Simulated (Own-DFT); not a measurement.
# Computed records: InAs (zincblende, strongly disordered by large displacements), GaP (zincblende, strongly disordered by large displacements)

A calculation, not a measurement: plane-wave PBE density functional theory by an unreviewed code, no spin, of a simulated periodic cell, stress positive in tension, free energy of the whole cell less one offset for each atom, forces on such cells passed a denser k mesh, this cell's mesh not checked; broken bonds can close the gap or carry spin, so checks made on this kind of crystal may not hold here; offsets are fitted by least squares, one for each functional and potential file, so energies compare only between cells with the same atoms and settings and are not formation energies; the far tail of each file's local potential was reset to the Coulomb form; each entry is a single point on an unrelaxed cell, so the pressure reflects the starting lattice, mostly measured values (interpolated for alloys), from which strain is counted, and rises with the displacements; printed positions are rounded, which can move forces by about a meV/angstrom; the program, named Own-DFT, is a retired in-house code; no spin-orbit coupling. Program: Own-DFT development build.

Common to all runs: functional PBE; potential files PseudoDojo norm-conserving, scalar-relativistic, standard set; wave cutoff 42 hartree; occupations Fermi-Dirac; smearing width 0.1 eV; k mesh 3 x 3 x 3 centred on Gamma.

(1) InAs (zincblende, strongly disordered by large displacements)

```xyz
64
Lattice="12.1166 0.0000 0.0000 0.0000 12.1166 0.0000 0.0000 0.0000 12.1166" Properties=species:S:1:pos:R:3 InAs
In    11.6337    11.9466     0.3801
In    12.0365     3.3832     3.0157
In     3.1208    11.9674     2.7295
In     3.1415     3.0433     0.1566
As     1.5350     1.7529     1.4380
As     1.4332     4.5854     4.5894
As     4.4915     1.1396     4.2809
As     4.5566     4.5833     1.3927
In     0.3102     0.0376     6.4838
In     0.3297     3.0467     8.9281
In     2.7292     0.1219     8.9275
In     2.9575     2.8143     6.0627
As     1.7082     1.4541     7.4192
As     1.1395     4.4081    10.4725
As     4.6802     1.4288    10.4389
As     4.8509     4.5935     7.5429
In     0.2165     5.8257     0.0660
In    11.9668     9.0034     3.2352
In     2.8857     6.2789     3.1153
In     3.2061     9.1773     0.0295
As     1.5809     7.5681     1.6738
As     1.1743    10.6990     4.4753
As     4.4718     7.6803     4.7945
As     4.3308    10.6348     1.4036
In     0.0053     6.1789     5.5910
In     0.0421     9.0066     8.8318
In     3.0293     6.3374     9.1147
In     3.1146     8.9966     6.1490
As     1.6201     7.5920     7.6865
As     1.4825    10.7514    10.7373
As     4.4353     7.5862    10.8871
As     4.1031    10.5139     7.6694
In     6.2549    12.0674     0.1131
In     5.8941     2.9677     2.6374
In     8.9214    12.0520     3.0485
In     8.8799     3.0111    11.9752
As     7.4956     1.2399     1.6564
As     7.7024     4.6467     4.5251
As    10.5242     1.6618     4.4679
As    10.5406     4.2485     1.3880
In     5.7467    12.0026     5.8296
In     6.2029     3.0146     8.7751
In     9.0165    12.0146     9.1995
In     9.3582     3.0578     5.8329
As     7.4944     1.4796     7.8018
As     7.3957     4.7879    10.6457
As    10.4004     1.4543    10.3978
As    10.1721     4.4455     7.8259
In     6.1705     5.9639     0.0669
In     6.2470     9.2004     3.2542
In     9.3570     6.0942     3.0448
In     8.9923     9.4364    11.8983
As     7.7496     7.7573     1.0825
As     7.5550    10.4629     4.5847
As    10.5605     7.5594     4.4406
As    10.6664    10.3733     1.7179
In     5.9911     6.2970     5.9034
In     5.7650     9.0096     8.9044
In     8.7852     6.2127     9.1845
In     9.0291     9.2968     6.1565
As     7.5688     7.3624     7.7008
As     7.3224    10.2384    10.6177
As    10.4193     7.7746    10.5684
As    10.8363    10.7379     7.3189
```

Settings of this run: hardware one NVIDIA H200.

Results for InAs (zincblende, strongly disordered by large displacements): free energy of cell above offsets -3.081 eV; pressure 8.81 GPa; stress xx -8.34 GPa; stress yy -9.33 GPa; stress zz -8.74 GPa; stress yz -0.84 GPa; stress xz -1.99 GPa; stress xy 0.81 GPa; wall time 1196 s.

Force:
| element | x (eV/Å) | y (eV/Å) | z (eV/Å) |
| --- | --- | --- | --- |
| In | 2.852 | 3.726 | -3.534 |
| In | 1.037 | -2.493 | 0.522 |
| In | -4.765 | 2.278 | 2.079 |
| In | -0.156 | -0.729 | -3.207 |
| As | -1.679 | -1.73 | 1.48 |
| As | 2.471 | -1.389 | -0.28 |
| As | -0.751 | 3.592 | -0.289 |
| As | -0.906 | 2.02 | 1.375 |
| In | -2.286 | -1.272 | -5.228 |
| In | -3.917 | -2.396 | -3.038 |
| In | 2.651 | -2.294 | 4.918 |
| In | 3.428 | 2.996 | -2.729 |
| As | -0.683 | 4.105 | 1.738 |
| As | 4.587 | 2.553 | 2.489 |
| As | -0.45 | 0.539 | 0.569 |
| As | -2.807 | 1.002 | -0.903 |
| In | -1.854 | 1.69 | 0.968 |
| In | 2.433 | -0.052 | -0.862 |
| In | 2.282 | -2.087 | 1.562 |
| In | -3.52 | -0.619 | -1.1 |
| As | -1.891 | 1.8 | -2.429 |
| As | 2.367 | 0.414 | 0.473 |
| As | 0.275 | 0.034 | -4.113 |
| As | 5.422 | -1.04 | 0.024 |
| In | -0.198 | 0.12 | 4.043 |
| In | -1.241 | 1.355 | 2.303 |
| In | 1.194 | -2.755 | 1.399 |
| In | -3.498 | 1.1 | -0.589 |
| As | -1.295 | -0.68 | -3.105 |
| As | -0.99 | -0.473 | -0.247 |
| As | 1.624 | -1.573 | -1.743 |
| As | 2.232 | 1.823 | 0.211 |
| In | -2.245 | -1.327 | -2.505 |
| In | 1.014 | -0.294 | 2.467 |
| In | 2.4 | -0.759 | 1.43 |
| In | -0.229 | -0.654 | -0.352 |
| As | 0.625 | 2.848 | -0.807 |
| As | -1.284 | -0.159 | -0.712 |
| As | 2.67 | -3.174 | -1.876 |
| As | -0.925 | 2.313 | -0.977 |
| In | 1.742 | -0.99 | 3.218 |
| In | -1.99 | 2.061 | 3.79 |
| In | -1.239 | -1.782 | -1.025 |
| In | -2.854 | 1.922 | 2.829 |
| As | 2.784 | -3.577 | -4.167 |
| As | 1.16 | -3.621 | -1.984 |
| As | 2.01 | 1.01 | 1.887 |
| As | 1.935 | -0.057 | -0.589 |
| In | -1.539 | 2.65 | 1.735 |
| In | -3.121 | -3.278 | -4.205 |
| In | -2.359 | -1.698 | -2.771 |
| In | 4.032 | -1.01 | 2.028 |
| As | -0.852 | -1.311 | 3.341 |
| As | 1.487 | 3.318 | 2.185 |
| As | -1.944 | 1.544 | 2.459 |
| As | -3.62 | -0.916 | 0.741 |
| In | 2.413 | -2.624 | 0.982 |
| In | 0.309 | -0.819 | 0.6 |
| In | 3.84 | -1.639 | 2.892 |
| In | 0.764 | -1.808 | 0.969 |
| As | -2.733 | 4.078 | -3.879 |
| As | -2.569 | 3.117 | -2.717 |
| As | 1.634 | -0.87 | -0.248 |
| As | -3.281 | -2.059 | 2.5 |

(2) GaP (zincblende, strongly disordered by large displacements)

```xyz
64
Lattice="10.9010 0.0000 0.0000 0.0000 10.9010 0.0000 0.0000 0.0000 10.9010" Properties=species:S:1:pos:R:3 GaP
Ga    10.8427    10.5398    10.7848
Ga    10.7816     2.6429     2.9279
Ga     2.9196    10.7286     2.7569
Ga     2.8519     2.2854    10.8054
P      1.0617     1.2233     1.5093
P      1.5595     3.9927     4.1757
P      4.1382     1.3540     3.9509
P      3.9432     4.2902     1.1627
Ga    10.8438     0.0062     5.4364
Ga     0.2998     3.0513     7.9954
Ga     2.5280    10.8885     8.3557
Ga     2.7202     2.3991     5.5402
P      1.5114     1.5404     7.5261
P      1.2322     4.0475     9.4374
P      4.2739     1.7376     9.5504
P      4.1479     4.2307     6.9592
Ga    10.6383     5.7161     0.0355
Ga    10.6454     8.3586     2.8889
Ga     2.6112     5.4323     2.9772
Ga     2.8566     8.0496     0.1300
P      1.6549     6.7565     1.2990
P      1.8209     9.9682     4.2219
P      4.2423     6.8362     4.0714
P      4.0383     9.1510     1.4834
Ga     0.0815     5.5640     5.5519
Ga     0.1649     8.1660     8.4246
Ga     2.7337     5.7535     8.2196
Ga     2.4236     8.1451     5.5913
P      1.2556     6.9536     6.9139
P      1.3128     9.5921     9.2579
P      3.9565     6.9780     9.6144
P      4.2496     9.7937     6.7824
Ga     5.0120     0.2249     0.0718
Ga     5.8223     3.0042     2.8874
Ga     8.1940    10.7094     2.6641
Ga     8.1139     3.0656    10.7239
P      6.7700     1.4120     1.0301
P      6.8485     4.1039     4.1726
P      9.3904     1.5208     3.8092
P      9.4647     3.7780     1.4337
Ga     5.3546     0.2641     5.1067
Ga     5.4988     2.6167     8.2473
Ga     8.2928    10.8494     7.9490
Ga     8.4558     2.6687     5.4521
P      6.7678     1.3186     7.1018
P      6.5083     4.0087     9.5254
P      9.5480     1.0162     9.9014
P      9.8054     4.1760     6.5697
Ga     5.1107     5.3142    10.8149
Ga     5.2385     8.1994     2.7229
Ga     8.3188     5.5009     2.4711
Ga     8.4857     8.1657     0.1664
P      6.6668     6.6503     1.6600
P      6.8331     9.5992     3.8629
P      9.5249     6.7771     3.9634
P      9.6296     9.3917     1.4695
Ga     6.0558     5.4680     5.3899
Ga     5.5069     8.1381     8.0504
Ga     7.9298     4.9327     8.3319
Ga     8.1570     8.0177     5.7151
P      6.8631     6.6353     7.2632
P      6.6811     9.2524     9.4300
P      9.5290     6.6880     9.5963
P      9.3452     9.5387     6.7709
```

Here we set hardware one NVIDIA H100.

Results for GaP (zincblende, strongly disordered by large displacements): free energy of cell above offsets 3.241 eV; pressure 10.96 GPa; stress xx -10.25 GPa; stress yy -11.36 GPa; stress zz -11.26 GPa; stress yz 1.24 GPa; stress xz 0.65 GPa; stress xy -0.58 GPa; wall time 587.4 s.

Force:
| element | x (eV/Å) | y (eV/Å) | z (eV/Å) |
| --- | --- | --- | --- |
| Ga | 1.696 | 0.134 | 2.144 |
| Ga | 4.787 | 3.204 | -2.125 |
| Ga | 1.402 | 2.594 | -4.75 |
| Ga | -5.581 | 3.867 | 4.509 |
| P | 2.681 | -1.073 | -1.408 |
| P | -2.55 | -1.137 | 1.367 |
| P | -2.057 | 4.193 | -2.791 |
| P | -2.917 | -4.448 | 4.584 |
| Ga | 0.271 | 0.6 | -0.021 |
| Ga | -5.393 | 0.674 | -1.404 |
| Ga | 6.735 | 0.474 | -1.708 |
| Ga | 0.551 | 1.085 | 1.204 |
| P | 0.244 | -1.304 | -6.025 |
| P | 2.897 | 3.731 | 5.013 |
| P | -1.287 | -5.266 | -0.617 |
| P | 0.391 | -0.573 | -1.193 |
| Ga | 4.709 | -4.191 | 3.806 |
| Ga | 4.611 | -1.804 | 2.28 |
| Ga | 2.391 | 1.346 | -2.044 |
| Ga | -2.233 | 1.652 | -1.396 |
| P | -4.293 | -1.19 | 1.988 |
| P | -5.662 | -3.747 | 4.591 |
| P | -1.661 | -1.447 | 2.83 |
| P | -1.768 | 6.408 | -3.2 |
| Ga | 1.405 | 1.46 | -3.028 |
| Ga | -4.329 | -2.622 | -2.067 |
| Ga | -0.48 | -2.482 | -0.053 |
| Ga | 3.609 | 2.121 | -1.917 |
| P | -0.464 | -1.448 | 0.362 |
| P | 0.492 | -1.372 | 5.867 |
| P | 2.768 | -0.903 | -2.597 |
| P | -1.386 | -1.154 | 0.318 |
| Ga | 1.94 | -2.556 | 0.543 |
| Ga | -4.27 | -3.916 | -5.339 |
| Ga | 0.104 | 2.602 | -2.081 |
| Ga | 0.534 | -3.117 | 0.593 |
| P | 0.608 | -0.067 | 2.425 |
| P | 6.188 | -0.503 | 0.668 |
| P | -2.481 | -4.889 | 3.099 |
| P | 0.739 | 2.847 | -0.688 |
| Ga | 4.05 | -3.527 | 3.964 |
| Ga | 0.529 | 2.654 | -4.407 |
| Ga | -1.779 | 1.479 | 4.732 |
| Ga | -2.225 | 0.435 | 1.06 |
| P | 1.137 | -0.118 | -3.823 |
| P | -0.437 | 0.555 | 2.442 |
| P | -2.927 | 3.201 | -3.366 |
| P | -3.293 | -2.181 | 2.72 |
| Ga | 3.235 | 3.703 | -1.683 |
| Ga | 5.235 | -1.865 | 2.854 |
| Ga | 0.017 | -1.352 | 1.01 |
| Ga | -4.08 | -1.801 | -1.845 |
| P | -0.411 | 0.985 | -2.895 |
| P | -1.839 | -1.583 | 2.918 |
| P | 0.091 | -0.357 | 2.428 |
| P | -0.586 | 3.193 | -1.78 |
| Ga | -4.412 | 3.394 | 3.544 |
| Ga | -2.923 | 0.586 | -0.103 |
| Ga | 3.895 | 2.232 | -2.367 |
| Ga | -0.987 | -0.745 | -1.729 |
| P | 1.141 | -0.301 | -3.024 |
| P | 2.47 | 2.798 | 2.634 |
| P | -2.955 | 2.584 | -3.702 |
| P | 4.116 | -1.751 | -1.319 |

(3) GaP (zincblende, strongly disordered by large displacements)

```xyz
64
Lattice="10.9010 0.0000 0.0000 0.0000 10.9010 0.0000 0.0000 0.0000 10.9010" Properties=species:S:1:pos:R:3 GaP
Ga     0.0702    10.8136    10.7171
Ga     0.3411     2.5332     2.6869
Ga     2.4561    10.6455     2.5836
Ga     2.9057     2.9059     0.0042
P      1.3171     1.1430     0.8598
P      0.9420     3.9558     3.9288
P      4.1016     1.5643     4.3565
P      4.2534     4.3936     1.6405
Ga     0.3800     0.1567     5.0820
Ga    10.8259     2.3925     8.3465
Ga     2.7476    10.6797     7.7128
Ga     2.9012     2.8654     5.2360
P      0.9384     1.2526     6.8960
P      1.5733     4.1100     9.3385
P      4.4228     1.4337     9.6352
P      4.2391     3.8882     6.8460
Ga     0.3896     5.4213    10.8582
Ga    10.8612     7.9603     2.7139
Ga     2.6606     5.4895     3.0348
Ga     2.5482     8.2684    10.8756
P      1.4444     6.8280     1.2479
P      1.1089     9.3579     4.0472
P      4.3646     6.4386     4.2708
P      4.0949     9.6625     1.3487
Ga    10.5778     5.2721     5.5395
Ga     0.0775     8.1455     8.5030
Ga     2.7909     5.4238     8.4907
Ga     2.7291     8.4827     5.4300
P      1.1895     6.9967     6.5973
P      1.2262     9.6289     9.6274
P      4.0279     7.0837     9.4024
P      4.0979     9.5486     6.3878
Ga     5.3072     0.0114     0.2125
Ga     5.5669     3.0011     2.6470
Ga     7.9098     0.3427     2.6741
Ga     8.2452     2.6354     0.0036
P      6.9475     1.7126     1.6431
P      6.7535     4.1155     4.0383
P      9.3393     1.5602     4.2924
P      9.6037     4.4599     1.2492
Ga     5.5704    10.7340     5.5836
Ga     5.2814     2.8048     8.1372
Ga     7.7841    10.8338     8.0495
Ga     8.0519     2.9937     5.3317
P      6.5425     1.1667     7.1204
P      6.8629     3.8591     9.6315
P      9.5400     1.4197     9.5822
P      9.6357     3.8663     6.7908
Ga     5.1248     5.5776     0.0984
Ga     6.0820     8.1095     2.7170
Ga     8.2487     5.5066     3.2216
Ga     8.3111     8.4062     0.0505
P      6.9616     6.4927     1.2338
P      6.8378     9.3781     4.1095
P      9.8877     6.6222     4.2635
P      9.4005     9.6715     1.1402
Ga     5.4056     5.1686     5.3802
Ga     5.4238     8.0294     8.0260
Ga     8.0481     5.7298     8.2000
Ga     8.1266     8.0236     5.2652
P      6.7208     6.8278     7.2203
P      6.5895     9.3068     9.1930
P      9.7691     6.9606     9.5329
P      9.6634     9.2971     6.9596
```

It was run with hardware one NVIDIA H100.

It finds free energy of cell above offsets 4.269 eV; pressure 11.58 GPa; stress xx -10.68 GPa; stress yy -13.21 GPa; stress zz -10.86 GPa; stress yz 0.45 GPa; stress xz -0.58 GPa; stress xy 0.01 GPa; wall time 606.7 s.

Force:
| element | x (eV/Å) | y (eV/Å) | z (eV/Å) |
| --- | --- | --- | --- |
| Ga | -6.089 | 1.246 | 0.927 |
| Ga | -3.437 | -3.738 | -4.542 |
| Ga | 0.334 | 1.488 | -0.051 |
| Ga | 0.657 | -0.869 | 0.057 |
| P | 3.209 | 3.699 | 4.688 |
| P | 4.256 | 4.197 | 3.954 |
| P | 3.668 | -4.784 | -4.436 |
| P | -3.717 | -1.253 | -0.416 |
| Ga | -3.607 | 1.403 | 1.349 |
| Ga | 1.241 | 4.145 | -1.138 |
| Ga | -1.61 | 2.16 | 2.586 |
| Ga | -4.823 | 3.346 | 2.875 |
| P | 4.386 | -1.263 | -1.554 |
| P | -3.878 | -4.263 | 2.801 |
| P | -2.846 | -0.359 | 0.018 |
| P | -4.08 | 4.011 | -2.257 |
| Ga | -2.337 | -0.559 | -1.041 |
| Ga | -0.678 | 0.43 | -2.07 |
| Ga | -0.543 | -0.259 | -0.485 |
| Ga | 1.774 | 1.043 | -0.093 |
| P | 0.787 | 0.168 | 2.725 |
| P | 1.925 | -0.233 | -1.342 |
| P | -3.556 | 5.991 | -3.291 |
| P | -0.89 | -3.47 | 2.081 |
| Ga | 4.235 | -1.843 | 2.659 |
| Ga | 2.231 | 1.966 | -4.761 |
| Ga | 2.957 | 3.542 | -4.856 |
| Ga | -3.521 | -5.319 | -2.56 |
| P | 1.103 | -0.823 | 1.393 |
| P | 5.019 | -2.399 | -3.983 |
| P | -1.262 | -1.313 | 2.307 |
| P | 1.678 | -0.729 | 4.513 |
| Ga | 2.842 | 1.52 | -2.077 |
| Ga | -2.172 | -1.753 | 0.95 |
| Ga | 4.419 | -4.781 | 3.943 |
| Ga | 0.943 | 1.803 | 1.199 |
| P | -2.876 | 1.119 | -4.927 |
| P | 0.923 | 0.688 | 0.746 |
| P | 2.037 | -2.587 | -2.385 |
| P | -0.267 | -2.038 | 0.792 |
| Ga | 1.851 | 3.001 | -2.277 |
| Ga | 3.855 | -2.221 | 3.547 |
| Ga | 5.665 | -3.501 | 1.967 |
| Ga | 0.414 | -1.528 | 2.729 |
| P | -1.617 | 4.213 | -4.044 |
| P | -1.312 | 2.611 | -1.29 |
| P | -2.881 | -3.447 | 1.547 |
| P | -2.345 | -0.045 | 2.524 |
| Ga | 2.118 | 0.892 | -2.511 |
| Ga | -3.481 | -3.31 | -3.494 |
| Ga | 0.641 | 0.234 | -3.315 |
| Ga | -3.568 | -4.811 | -3.895 |
| P | 1.112 | 1.994 | 0.691 |
| P | 1.326 | 4.271 | 1.57 |
| P | -3.881 | 4.316 | -2.931 |
| P | 2.612 | 3.186 | 4.787 |
| Ga | 2.141 | -1.456 | 4.891 |
| Ga | -5.165 | 3.377 | 0.011 |
| Ga | 4.611 | -4.431 | 3.768 |
| Ga | 2.153 | -0.387 | 3.096 |
| P | 0.971 | -2.091 | -8.423 |
| P | 1.937 | 2.522 | 4.917 |
| P | -3.954 | -4.277 | 3.394 |
| P | -1.636 | 1.56 | -1.556 |

(4) InAs (zincblende, strongly disordered by large displacements)

```xyz
64
Lattice="12.1166 0.0000 0.0000 0.0000 12.1166 0.0000 0.0000 0.0000 12.1166" Properties=species:S:1:pos:R:3 InAs
In     0.2363    12.0001     0.1091
In    12.1003     3.0252     2.8905
In     3.3261     0.1442     3.0503
In     2.8321     2.9799    12.0843
As     1.6746     1.3353     0.9551
As     1.4472     4.3758     4.5112
As     4.3039     1.4312     4.5844
As     4.6733     4.6721     1.6952
In     0.1517    11.8847     6.1871
In     0.0329     3.2280     8.8665
In     2.9179     0.0875     9.3631
In     2.9020     3.3558     5.8760
As     1.8447     1.2628     7.6261
As     1.5128     4.3032    10.8221
As     4.5364     2.0183    10.8306
As     4.8115     4.3605     7.8564
In    12.0064     5.3946     0.1494
In     0.1029     8.8906     2.7741
In     2.9007     6.0890     2.5911
In     3.3123     9.1461    11.7490
As     1.8223     7.8954     1.6882
As     1.7791    10.4223     4.6309
As     4.5000     7.3845     4.7040
As     4.3831    10.6652     1.8857
In     0.2107     6.0219     5.8469
In    12.0764     8.9779     8.7708
In     2.6978     6.2747     8.9525
In     3.0041     8.9373     6.1333
As     1.4034     7.5381     7.6792
As     1.3554    10.5898    10.5264
As     4.3099     7.5252    10.5669
As     4.6805    10.5597     7.6884
In     5.9801    11.8700    12.0105
In     6.0142     3.0290     3.3232
In     9.1590     0.0587     2.8830
In     8.9452     2.9190    11.9384
As     7.6102     1.6321     1.6027
As     7.9254     4.3497     4.7065
As    10.7599     1.7453     4.5110
As    10.4698     4.8006     1.6061
In     5.9890    11.9147     6.3873
In     6.1732     3.1101     9.1219
In     9.0712     0.0855     9.1431
In     9.3523     3.0316     6.4752
As     7.3677     1.5998     7.7020
As     8.0305     4.2738    10.3352
As    10.3572     1.9194    10.5732
As    10.4802     4.3632     7.8948
In     5.6254     5.9219    11.8780
In     6.1038     8.9969     3.2003
In     9.0111     6.1879     2.8113
In     9.1449     9.1007     0.2570
As     7.6379     7.3317     1.1957
As     7.4501    10.4794     4.2157
As    10.2632     7.4365     4.1871
As    10.7505    10.7670     1.5191
In     5.7453     5.9882     6.2176
In     5.9056     9.0396     8.9248
In     9.0476     5.8607     9.1707
In     8.9234     9.1123     6.0327
As     7.8296     7.3368     7.7905
As     7.4534    10.5021    10.5072
As    10.7505     7.6787    10.4646
As    10.6982    10.7703     7.7523
```

It was run with hardware one NVIDIA H200.

Results for InAs (zincblende, strongly disordered by large displacements): free energy of cell above offsets 2.105 eV; pressure 9.67 GPa; stress xx -9.64 GPa; stress yy -10.13 GPa; stress zz -9.23 GPa; stress yz 0.92 GPa; stress xz -0.14 GPa; stress xy 2.34 GPa; wall time 1184 s.

Force:
| element | x (eV/Å) | y (eV/Å) | z (eV/Å) |
| --- | --- | --- | --- |
| In | -4.024 | -1.577 | -2.575 |
| In | 0.213 | -0.197 | -1.615 |
| In | -5.025 | 0.316 | -1.093 |
| In | 3.546 | 2.353 | 2.163 |
| As | 0.721 | 0.405 | 6.335 |
| As | -1.373 | 2.41 | -3.581 |
| As | 2.721 | 3.129 | 3.975 |
| As | -0.18 | -1.844 | -0.309 |
| In | 0.706 | 1.215 | -1.505 |
| In | 3.922 | -3.684 | 2.34 |
| In | 2.388 | -0.255 | 1.591 |
| In | 3.657 | -3.282 | 3.915 |
| As | -2.015 | 2.935 | -2.293 |
| As | -1.587 | 3.28 | -4.257 |
| As | 2.583 | -3.381 | -1.765 |
| As | -5.309 | 3.175 | -2.983 |
| In | 2.733 | 3.712 | -3.325 |
| In | -3.27 | 1.908 | 2.974 |
| In | 0.693 | -1.678 | 2.816 |
| In | -2.933 | 3.94 | 3.792 |
| As | 1.264 | 0.181 | -4.239 |
| As | -1.718 | 1.14 | -1.357 |
| As | -0.803 | 0.71 | -1.762 |
| As | 2.878 | -4.076 | -4.253 |
| In | -2.483 | 0.796 | 0.487 |
| In | -1.539 | 1.885 | 2.338 |
| In | 3.524 | -4.694 | 3.653 |
| In | 1.228 | -0.023 | 0.683 |
| As | -1.016 | 0.861 | -5.125 |
| As | 0.726 | -1.671 | -0.562 |
| As | 1.985 | -2.094 | -3.394 |
| As | -4.93 | -0.224 | 0.468 |
| In | -0.566 | 1.696 | 1.338 |
| In | 0.94 | -0.15 | 0.172 |
| In | -0.014 | 0.741 | 1.321 |
| In | -1.639 | 0.594 | 6.669 |
| As | -1.276 | -0.442 | -0.637 |
| As | -1.441 | 1.105 | -0.402 |
| As | -0.833 | -2.324 | 1.478 |
| As | -1.67 | -4.388 | 1.564 |
| In | 2.139 | 2.376 | -3.379 |
| In | 1.107 | -1.862 | 3.546 |
| In | -0.648 | 0.382 | 0.705 |
| In | -2.558 | -2.956 | -3.591 |
| As | 1.85 | -1.909 | -1.818 |
| As | -5.074 | -0.176 | 1.62 |
| As | 4.987 | -4.042 | -3.237 |
| As | 1.175 | 4.795 | -1.457 |
| In | 2.55 | -0.712 | -0.042 |
| In | -2.842 | -3.655 | -2.609 |
| In | -3.714 | -2.49 | 0.509 |
| In | 0.525 | 0.494 | -1.843 |
| As | -2.762 | 0.846 | -0.404 |
| As | 3.062 | 3.842 | 3.457 |
| As | 4.209 | 3.493 | 4.258 |
| As | -0.248 | -1.404 | 0.439 |
| In | 3.106 | -0.605 | 0.389 |
| In | 2.701 | -2.819 | 1.81 |
| In | 3.219 | 4.382 | 0.088 |
| In | 0.608 | -0.204 | 0.064 |
| As | -2.799 | 2.223 | -2.359 |
| As | 1.141 | -0.568 | 0.242 |
| As | -0.799 | -1.399 | 1.641 |
| As | -1.72 | -0.538 | -1.07 |
